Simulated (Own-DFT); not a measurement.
# Which defects push the lattice out? zincblende GaAs

Everything here is calculated. The program is Own-DFT (plane waves, in-house, since retired, never reviewed by a person); positions were held fixed, and spin and spin-orbit coupling were off.

Settings: PBE; PseudoDojo norm-conserving scalar-relativistic files; cutoff 42 hartree; 3 x 3 x 3 k mesh centred on Gamma; Fermi-Dirac smearing of 0.1 eV.

Known weak points (not all hold for every row): not probed for a lower state with spin; forces not confirmed at this smearing and k mesh; stress not checked against mesh or cutoff.

All runs share one cell, with vectors in Å (10.862, 0.000, 0.000); (0.000, 10.862, 0.000); (0.000, 0.000, 11.796) and a volume of 1391.7 Å³, strained against the parent crystal. The atoms are randomly displaced, by u rms on each axis. The defect's site can differ from row to row.

| cell | formula | u (Å) | P (GPa) |
|---|---|---|---|
| no defect | As32Ga32 | 0.0287 | 6.66 |
| no defect | As32Ga32 | 0.0468 | 6.99 |
| no defect | As32Ga32 | 0.0498 | 7.05 |
| one As vacancy and one Ga vacancy | As31Ga31 | 0.0308 | 6.02 |
| one As vacancy and one Ga vacancy | As31Ga31 | 0.0491 | 6.36 |
| one As vacancy and one Ga vacancy | As31Ga31 | 0.0497 | 6.21 |
| one Al on a Ga site | AlAs32Ga31 | 0.0304 | 6.61 |
| one Al on a Ga site | AlAs32Ga31 | 0.0332 | 6.66 |
| one Al on a Ga site | AlAs32Ga31 | 0.0477 | 6.96 |
| one Al on a Ga site | AlAs32Ga31 | 0.0509 | ? |
| one In on a Ga site | As32Ga31In | 0.0310 | 7.38 |
| one In on a Ga site | As32Ga31In | 0.0312 | 7.38 |
| one In on a Ga site | As32Ga31In | 0.0318 | 7.41 |
| one P on an As site | As31Ga32P | 0.0302 | 6.39 |
| one P on an As site | As31Ga32P | 0.0328 | 6.43 |
| one P on an As site | As31Ga32P | 0.0476 | 6.66 |

## Analysis

P = P0 + c u² + a shift for each defect gives P0 = 6.51 GPa, c = 215 ± 20 GPa/Å² and a scatter of 0.04 GPa. The shifts, and each times the cell's volume:

- one In on a Ga site: 0.67 ± 0.04 GPa, 5.8 eV
- one Al on a Ga site: -0.07 ± 0.04 GPa, -0.6 eV (not resolved)
- one P on an As site: -0.32 ± 0.04 GPa, -2.8 eV
- one As vacancy and one Ga vacancy: -0.73 ± 0.04 GPa, -6.3 eV

A positive shift means that the defect pushes the cell outwards. Shift times volume (160.2 GPa Å³ is 1 eV) depends little on the cell's size, so, taken for each site, it can be compared between cells at like pressure. The atoms around the defects weren't relaxed, which would change these numbers.

## Check

Question: what pressure belongs in the blank (one Al on a Ga site, u = 0.0509 Å)?

The fit gives 6.99 ± 0.06 GPa. DFT gave 6.97 GPa.
